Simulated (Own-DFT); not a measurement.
# Strain and stress in grey tin, 64 atoms (Sn64)

Calculated results; nothing here was measured. The program, named Own-DFT, is a retired in-house plane-wave density functional code that no person has reviewed. Each row is one single-point run on a periodic cell that was not relaxed, without spin or spin-orbit coupling.

Settings of every run: PBE; PseudoDojo norm-conserving scalar-relativistic files; cutoff 42 hartree; 3 x 3 x 3 k mesh centred on Gamma; cold (Marzari-Vanderbilt) smearing of 0.2 eV.

Known limits: forces on such cells moved up to 12 meV/angstrom on a denser k mesh; stress not checked against mesh or cutoff.

Unstrained cell vectors in Å: (12.978, 0.000, 0.000); (0.000, 12.978, 0.000); (0.000, 0.000, 12.978). The unstrained cell has measured lattice constants (interpolated for alloys), not those of this functional. That, the random moves and any unrelaxed bonds set the pressure at no strain. Each run strains this cell uniformly, with the atoms carried along. Every atom was also moved at random, by a Gaussian of width 0.05 Å on each axis. Strain is the symmetric tensor, in per cent. Stress is positive in tension, and the pressure is minus a third of its trace.

| run | e_xx (%) | e_yy (%) | e_zz (%) | e_yz (%) | e_xz (%) | e_xy (%) | s_xx (GPa) | s_yy (GPa) | s_zz (GPa) | s_yz (GPa) | s_xz (GPa) | s_xy (GPa) | P (GPa) | E (meV/atom) |
|---|---|---|---|---|---|---|---|---|---|---|---|---|---|---|
| 1 | -1.22 | -0.55 | -0.36 | 0.49 | 1.87 | 1.24 | -5.28 | -5.02 | -4.96 | 0.31 | 2.22 | 1.87 | 5.09 | 46.9 |
| 2 | -0.30 | 1.28 | -0.78 | 0.73 | -0.17 | 1.88 | -3.75 | -3.23 | -3.90 | 0.33 | 0.18 | 2.14 | 3.63 | 10.1 |
| 3 | 1.73 | -1.70 | -1.74 | -0.69 | 1.29 | -0.02 | -3.95 | -5.03 | -4.95 | -0.66 | 1.40 | 0.12 | 4.64 | 28.2 |
| 4 | -1.99 | 0.77 | 0.22 | -1.76 | -0.32 | 0.84 | -4.76 | -3.96 | -4.13 | -1.74 | -0.57 | 0.68 | 4.28 | 24.6 |
| 5 | 0.37 | -1.40 | 0.09 | 1.92 | -0.77 | -0.37 | -4.00 | -4.46 | -4.14 | 1.51 | -0.89 | -0.26 | 4.20 | 19.2 |
| 6 | -1.62 | 0.90 | 1.49 | -0.80 | -1.44 | -1.26 | -3.80 | -3.21 | -3.01 | -1.21 | -1.21 | -1.56 | 3.34 | 9.0 |
| 7 | 0.21 | -1.24 | 1.76 | -1.38 | -1.81 | 0.32 | -3.52 | -3.87 | -3.04 | -1.33 | -1.68 | 0.09 | 3.47 | 20.4 |
| 8 | -1.48 | -1.63 | 1.14 | 2.00 | -1.88 | -0.37 | -5.33 | -5.35 | -4.59 | 3.16 | -1.72 | -0.30 | 5.09 | 56.0 |
| 9 | 0.55 | 1.18 | -0.32 | 1.42 | -0.15 | 0.32 | -3.00 | -2.77 | -3.19 | 1.35 | 0.41 | 0.53 | 2.99 | 0.0 |
| 10 | -0.11 | -0.37 | 1.15 | 1.40 | -1.63 | -0.38 | -3.42 | -3.49 | -3.08 | 1.29 | -1.29 | -0.34 | 3.33 | 3.3 |
| 11 | 1.38 | -1.42 | 0.67 | -1.99 | -0.58 | 1.68 | -3.21 | -3.86 | -3.45 | -2.16 | -0.30 | 1.44 | 3.51 | 19.1 |
| 12 | 2.00 | 0.57 | -0.58 | 0.80 | -1.03 | 1.96 | -2.43 | -2.81 | -3.13 | 0.97 | -1.55 | 1.90 | 2.79 | 4.2 |
| 13 | 1.26 | -1.41 | 0.21 | 1.25 | 1.40 | 0.45 | -3.37 | -4.18 | -3.68 | 1.24 | 1.88 | -0.17 | 3.74 | 19.2 |
| 14 | -0.43 | -1.82 | -0.35 | -0.02 | -0.09 | 1.85 | -5.13 | -5.57 | -5.08 | -0.16 | -0.12 | 2.82 | 5.26 | 43.0 |
| 15 | -1.37 | -0.20 | -0.06 | 1.28 | -1.05 | 0.77 | ? | ? | ? | ? | ? | ? | ? | ? |

E is the free energy for each atom above the lowest run shown.

## Worked fit

Each stress component was fitted by least squares to a constant and the strains of the runs shown, as fractions, with shears doubled. Shear strains stay in the fit of a normal stress only where such slopes are resolved. The slopes, in GPa:

| stress | at no strain | per e_xx | per e_yy | per e_zz | scatter |
|---|---|---|---|---|---|
| s_xx | -3.8 | 75 ± 3 | 47 ± 3 | 43 ± 4 | 0.13 |
| s_yy | -3.8 | 47 ± 3 | 77 ± 3 | 45 ± 3 | 0.10 |
| s_zz | -3.8 | 46 ± 2 | 48 ± 2 | 71 ± 3 | 0.10 |

Each shear stress against twice its own strain: yz 54 ± 5, xz 61 ± 5, xy 57 ± 5 GPa. These are stiffnesses along x, y and z of the frame in which the cell vectors are given, which need not be the crystal's axes. The atoms are held to the strained lattice; where symmetry lets them move under strain, relaxing them would lower some slopes. The table should be nearly symmetric about its diagonal, and what it lacks of that shows the noise. A ninth of its sum, 55 ± 2 GPa, estimates the bulk modulus near the mean pressure of these runs, 4.0 GPa, so it lies above the value at zero pressure.

## Withheld run

Question: what normal stresses and pressure should run 15 give?

The fit gives s_xx = -4.9, s_yy = -4.6, s_zz = -4.6 and P = 4.7 GPa. The calculation gave -4.80, -4.48, -4.49 and P = 4.59 GPa.
